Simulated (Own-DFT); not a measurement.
# Computed records: Si3N4 (beta silicon nitride, atoms displaced)

All values are calculated (Own-DFT development build). A calculation, not a measurement: plane-wave PBE density functional theory by an unreviewed code, no spin, of a simulated periodic cell, stress positive in tension, free energy of the whole cell less one offset for each atom, forces on such cells passed a denser k mesh, this cell's mesh not checked; offsets are fitted by least squares, one for each functional and potential file, so energies compare only between cells with the same atoms and settings and are not formation energies; the far tail of each file's local potential was reset to the Coulomb form; each entry is a single point on an unrelaxed cell, so the pressure reflects the starting lattice, mostly measured values (interpolated for alloys), from which strain is counted, and rises with the displacements; printed positions are rounded, which can move forces by about a meV/angstrom; the program, named Own-DFT, is a retired in-house code; no spin-orbit coupling; before rounding, a Quantum ESPRESSO 7.3.1 run of the same cell and cutoff gave forces within 1 meV/angstrom rms on each cell, which checks the program and not the settings.

Common to all runs: functional PBE; potential files PseudoDojo norm-conserving, scalar-relativistic, standard set; wave cutoff 42 hartree; occupations Fermi-Dirac; smearing width 0.1 eV; k mesh 3 x 3 x 3 centred on Gamma.

```json
{"entry": 1, "formula": "Si3N4", "kind": "beta silicon nitride, atoms displaced", "structure": {"cell_angstrom": [[7.606, 0.0, 0.0], [-3.803, 6.587, 0.0], [0.0, 0.0, 8.727]], "atoms_fractional": [["Si", 0.18338, 0.77096, 0.08358], ["Si", 0.21676, 0.38389, 0.10094], ["Si", 0.60607, 0.83014, 0.11609], ["Si", 0.8332, 0.23477, 0.26128], ["Si", 0.74503, 0.58365, 0.26297], ["Si", 0.38838, 0.14945, 0.24943], ["N", 0.31783, 0.05068, 0.0975], ["N", 0.91989, 0.30237, 0.08806], ["N", 0.70955, 0.65722, 0.09719], ["N", 0.69779, 0.97052, 0.25254], ["N", 0.03605, 0.72028, 0.26777], ["N", 0.30004, 0.35187, 0.25442], ["N", 0.32571, 0.6548, 0.09751], ["N", 0.68667, 0.32385, 0.23711], ["Si", 0.14263, 0.72894, 0.4168], ["Si", 0.24247, 0.41432, 0.43017], ["Si", 0.57392, 0.81082, 0.41295], ["Si", 0.82903, 0.20153, 0.60959], ["Si", 0.75691, 0.58404, 0.5917], ["Si", 0.4397, 0.18137, 0.5844], ["N", 0.345, 0.03335, 0.40977], ["N", 0.96445, 0.31392, 0.43323], ["N", 0.68788, 0.63754, 0.43354], ["N", 0.64964, 0.97163, 0.57319], ["N", 0.04483, 0.72781, 0.57823], ["N", 0.29081, 0.35446, 0.59374], ["N", 0.31565, 0.66155, 0.40812], ["N", 0.68653, 0.33436, 0.59491], ["Si", 0.17982, 0.7796, 0.75476], ["Si", 0.22919, 0.41192, 0.74572], ["Si", 0.61358, 0.83571, 0.74731], ["Si", 0.80873, 0.21155, 0.91067], ["Si", 0.79554, 0.6204, 0.90718], ["Si", 0.38928, 0.15257, 0.93824], ["N", 0.33825, 0.02748, 0.74697], ["N", 0.96486, 0.30337, 0.75891], ["N", 0.67792, 0.65863, 0.75539], ["N", 0.65156, 0.95383, 0.92339], ["N", 0.03138, 0.70844, 0.91307], ["N", 0.27738, 0.31623, 0.90904], ["N", 0.35164, 0.6746, 0.74593], ["N", 0.67443, 0.36845, 0.90979]]}, "results": {"free_energy_of_cell_above_offsets [eV]": "11.096", "pressure [GPa]": 15.75, "stress_xx [GPa]": -8.37, "stress_yy [GPa]": -9.8, "stress_zz [GPa]": -29.09, "stress_yz [GPa]": -1.68, "stress_xz [GPa]": -4.31, "stress_xy [GPa]": 0.04, "force_element": ["Si", "Si", "Si", "Si", "Si", "Si", "N", "N", "N", "N", "N", "N", "N", "N", "Si", "Si", "Si", "Si", "Si", "Si", "N", "N", "N", "N", "N", "N", "N", "N", "Si", "Si", "Si", "Si", "Si", "Si", "N", "N", "N", "N", "N", "N", "N", "N"], "force_x [eV/angstrom]": [-1.884, -4.502, -0.226, 1.23, 5.897, 2.369, -0.597, 7.484, -3.476, -0.249, -4.577, 4.866, 0.659, -9.424, 3.481, -3.635, 0.909, -2.094, 3.912, -3.162, -0.068, 2.504, -5.498, 1.299, -3.753, 6.982, 3.834, 0.06, 2.584, -1.097, -4.121, -2.868, -5.866, 0.497, -0.037, 1.909, 2.882, 0.794, 4.959, 0.723, -3.569, 0.87], "force_y [eV/angstrom]": [-1.717, 1.978, -7.026, -0.768, -2.833, 9.439, -9.555, 1.257, 3.378, 2.303, -1.548, -3.681, 2.184, 1.651, 4.069, -1.239, 0.607, 5.002, 0.126, -2.123, -1.394, -0.46, 3.041, -3.131, -2.115, -4.52, 0.802, 0.205, -1.754, 2.059, -1.718, 3.458, -3.867, 8.521, 2.456, 0.116, 0.759, 1.096, 3.016, -1.21, -0.007, -6.858], "force_z [eV/angstrom]": [2.614, -8.018, -10.13, 2.323, -1.205, 8.045, -5.037, -2.536, -2.847, 6.96, -8.539, 4.723, -0.506, 1.906, 3.088, -2.889, 1.243, -6.728, 2.694, -0.803, 4.233, 0.074, -2.59, 1.48, 5.339, -3.438, 0.535, 0.05, -3.456, 6.438, 0.739, 3.872, 3.738, -9.701, 2.18, 1.276, -1.387, 0.525, 1.395, 3.603, 0.557, 0.185]}}
{"entry": 2, "formula": "Si3N4", "kind": "beta silicon nitride, atoms displaced", "structure": {"cell_angstrom": [[7.606, 0.0, 0.0], [-3.803, 6.587, 0.0], [0.0, 0.0, 8.727]], "atoms_fractional": [["Si", 0.18593, 0.79639, 0.0805], ["Si", 0.21941, 0.38776, 0.07908], ["Si", 0.6156, 0.82912, 0.07504], ["Si", 0.83184, 0.23874, 0.25335], ["Si", 0.76609, 0.59968, 0.26125], ["Si", 0.40632, 0.17286, 0.23714], ["N", 0.33168, 0.01882, 0.08462], ["N", 0.9447, 0.29915, 0.09359], ["N", 0.70348, 0.67706, 0.08924], ["N", 0.6714, 0.99054, 0.22333], ["N", 0.02395, 0.67005, 0.25863], ["N", 0.31841, 0.33161, 0.25634], ["N", 0.33535, 0.66531, 0.07607], ["N", 0.66259, 0.30645, 0.2479], ["Si", 0.17069, 0.74614, 0.44291], ["Si", 0.228, 0.4051, 0.42559], ["Si", 0.60117, 0.84239, 0.41975], ["Si", 0.80826, 0.22465, 0.56805], ["Si", 0.78656, 0.60806, 0.58907], ["Si", 0.425, 0.18579, 0.60055], ["N", 0.31125, 0.03355, 0.4161], ["N", 0.97742, 0.30301, 0.42843], ["N", 0.71955, 0.6833, 0.41329], ["N", 0.64897, 0.94829, 0.57495], ["N", 0.03013, 0.71596, 0.57692], ["N", 0.3124, 0.34129, 0.59366], ["N", 0.31076, 0.66223, 0.42332], ["N", 0.68998, 0.34459, 0.59105], ["Si", 0.16572, 0.74772, 0.75717], ["Si", 0.23234, 0.42971, 0.73801], ["Si", 0.5852, 0.82872, 0.74457], ["Si", 0.81661, 0.24787, 0.90506], ["Si", 0.76344, 0.60551, 0.91721], ["Si", 0.40599, 0.19417, 0.91938], ["N", 0.30547, 0.00079, 0.75496], ["N", 0.99629, 0.31611, 0.75797], ["N", 0.69469, 0.6686, 0.75789], ["N", 0.65132, 0.94734, 0.91607], ["N", 0.01679, 0.69932, 0.93007], ["N", 0.30896, 0.34989, 0.91801], ["N", 0.33316, 0.67023, 0.75819], ["N", 0.66571, 0.35582, 0.91525]]}, "results": {"free_energy_of_cell_above_offsets [eV]": "8.150", "pressure [GPa]": 14.6, "stress_xx [GPa]": -19.45, "stress_yy [GPa]": -13.32, "stress_zz [GPa]": -11.04, "stress_yz [GPa]": -3.23, "stress_xz [GPa]": 7.57, "stress_xy [GPa]": 2.24, "force_element": ["Si", "Si", "Si", "Si", "Si", "Si", "N", "N", "N", "N", "N", "N", "N", "N", "Si", "Si", "Si", "Si", "Si", "Si", "N", "N", "N", "N", "N", "N", "N", "N", "Si", "Si", "Si", "Si", "Si", "Si", "N", "N", "N", "N", "N", "N", "N", "N"], "force_x [eV/angstrom]": [0.165, -2.463, -5.516, 0.125, 4.186, 1.492, 0.202, 5.256, 2.945, 0.928, -0.071, -4.171, -0.311, -4.292, -4.955, 3.684, -0.681, 4.944, -3.911, -2.998, 1.794, -1.568, -3.849, 0.206, -1.076, 0.598, 11.11, -4.368, -3.173, 5.727, 1.601, 2.493, 0.771, 0.375, 1.18, -7.884, -0.932, 0.173, 1.637, 0.426, -0.019, 0.221], "force_y [eV/angstrom]": [-13.56, 3.968, -1.581, -0.526, -3.055, -1.769, 11.03, 1.709, -2.114, -3.585, 1.861, 1.91, 0.063, 4.999, 7.473, -0.004, -5.595, -1.489, -0.586, -3.301, -0.434, -1.712, 1.643, 7.04, -1.265, 0.179, -2.503, 0.71, 0.929, -2.446, -1.463, -1.514, 1.205, -3.52, 6.567, -3.874, 1.256, 6.535, 0.539, -1.295, 1.453, -3.884], "force_z [eV/angstrom]": [2.848, 3.175, 2.917, 1.644, -4.93, 5.146, -2.194, -6.554, 0.272, 5.524, -0.214, -1.139, 0.569, 1.051, -9.891, -1.698, -9.892, 2.741, -0.338, -3.226, 1.825, -2.008, 4.955, 5.769, 8.241, -1.113, -0.185, 0.621, 1.097, 2.674, 2.381, 3.335, 2.947, -0.615, 0.428, -1.117, -4.005, -4.547, -2.674, -2.015, -1.13, -0.677]}}
{"entry": 3, "formula": "Si3N4", "kind": "beta silicon nitride, atoms displaced", "structure": {"cell_angstrom": [[7.606, 0.0, 0.0], [-3.803, 6.587, 0.0], [0.0, 0.0, 8.727]], "atoms_fractional": [["Si", 0.16531, 0.78316, 0.06814], ["Si", 0.25791, 0.42364, 0.1129], ["Si", 0.59222, 0.82364, 0.10631], ["Si", 0.8269, 0.24861, 0.24338], ["Si", 0.78123, 0.60732, 0.24433], ["Si", 0.4004, 0.14135, 0.25454], ["N", 0.34568, 0.03454, 0.07393], ["N", 0.95663, 0.27768, 0.09216], ["N", 0.69838, 0.66481, 0.06801], ["N", 0.67005, 0.96352, 0.2444], ["N", 0.03113, 0.72236, 0.25643], ["N", 0.28729, 0.32689, 0.25287], ["N", 0.33813, 0.66479, 0.07157], ["N", 0.66065, 0.31515, 0.25318], ["Si", 0.1745, 0.78456, 0.41659], ["Si", 0.22727, 0.41893, 0.41168], ["Si", 0.5897, 0.84187, 0.40094], ["Si", 0.84958, 0.25351, 0.59233], ["Si", 0.78227, 0.6216, 0.58517], ["Si", 0.40531, 0.19296, 0.59181], ["N", 0.307, 0.01884, 0.40659], ["N", 0.98423, 0.30232, 0.41815], ["N", 0.69203, 0.66373, 0.41062], ["N", 0.66065, 0.96164, 0.57195], ["N", 0.01419, 0.68301, 0.57966], ["N", 0.31726, 0.32582, 0.57468], ["N", 0.3202, 0.65411, 0.423], ["N", 0.66804, 0.32364, 0.59465], ["Si", 0.17343, 0.79145, 0.74952], ["Si", 0.23405, 0.40953, 0.75497], ["Si", 0.60308, 0.81684, 0.75638], ["Si", 0.81879, 0.20841, 0.89905], ["Si", 0.78119, 0.59375, 0.92773], ["Si", 0.4079, 0.16519, 0.91493], ["N", 0.36276, 0.05807, 0.74763], ["N", 0.96704, 0.27061, 0.773], ["N", 0.68446, 0.67094, 0.75005], ["N", 0.66588, 0.9734, 0.93159], ["N", 0.0231, 0.70158, 0.9279], ["N", 0.28833, 0.33297, 0.9088], ["N", 0.34237, 0.70135, 0.73584], ["N", 0.66619, 0.34949, 0.92744]]}, "results": {"free_energy_of_cell_above_offsets [eV]": "11.124", "pressure [GPa]": 18.07, "stress_xx [GPa]": -17.3, "stress_yy [GPa]": -18.14, "stress_zz [GPa]": -18.76, "stress_yz [GPa]": 3.24, "stress_xz [GPa]": 1.84, "stress_xy [GPa]": -2.22, "force_element": ["Si", "Si", "Si", "Si", "Si", "Si", "N", "N", "N", "N", "N", "N", "N", "N", "Si", "Si", "Si", "Si", "Si", "Si", "N", "N", "N", "N", "N", "N", "N", "N", "Si", "Si", "Si", "Si", "Si", "Si", "N", "N", "N", "N", "N", "N", "N", "N"], "force_x [eV/angstrom]": [5.597, -5.725, 0.28, 3.569, -2.898, -0.748, -1.098, 2.797, -2.086, -0.297, 1.586, 6.065, -2.405, -4.263, 1.112, 4.934, 1.091, -1.923, -5.728, 9.567, 0.855, -4.623, -0.23, 1.275, 4.931, -11.47, -1.06, -0.237, 2.337, -0.107, -7.459, -6.14, -4.448, -1.149, -1.925, 5.481, 8.313, -0.241, 1.262, 3.855, -1.153, 2.509], "force_y [eV/angstrom]": [-0.393, -0.925, -3.227, -2.589, -2.888, 6.484, -2.2, 2.566, 1.88, 6.091, -0.026, -3.988, 2.372, 2.814, -7.17, -4.144, -4.45, -3.87, -4.83, -4.186, 3.854, -1.781, 0.949, 2.562, 3.698, 7.24, 7.347, 3.118, -0.954, 2.106, 6.711, 2.057, -1.474, 7.246, -5.769, 4.28, -4.417, -4.768, 1.148, -1.859, -4.072, -4.544], "force_z [eV/angstrom]": [7.454, -11.22, -10.11, 2.522, 0.893, -3.638, 2.148, -3.595, 6.152, 3.632, -3.482, 5.857, 1.3, 0.515, 1.167, 1.335, 6.265, -1.847, -1.1, -2.349, 4.999, 0.543, -0.221, 2.261, 1.721, 0.162, -1.105, -0.593, -0.917, -2.384, -0.982, 12.43, -4.484, 0.378, 0.17, -11.27, 0.56, -1.47, -6.786, 5.089, 1.175, -1.18]}}
```
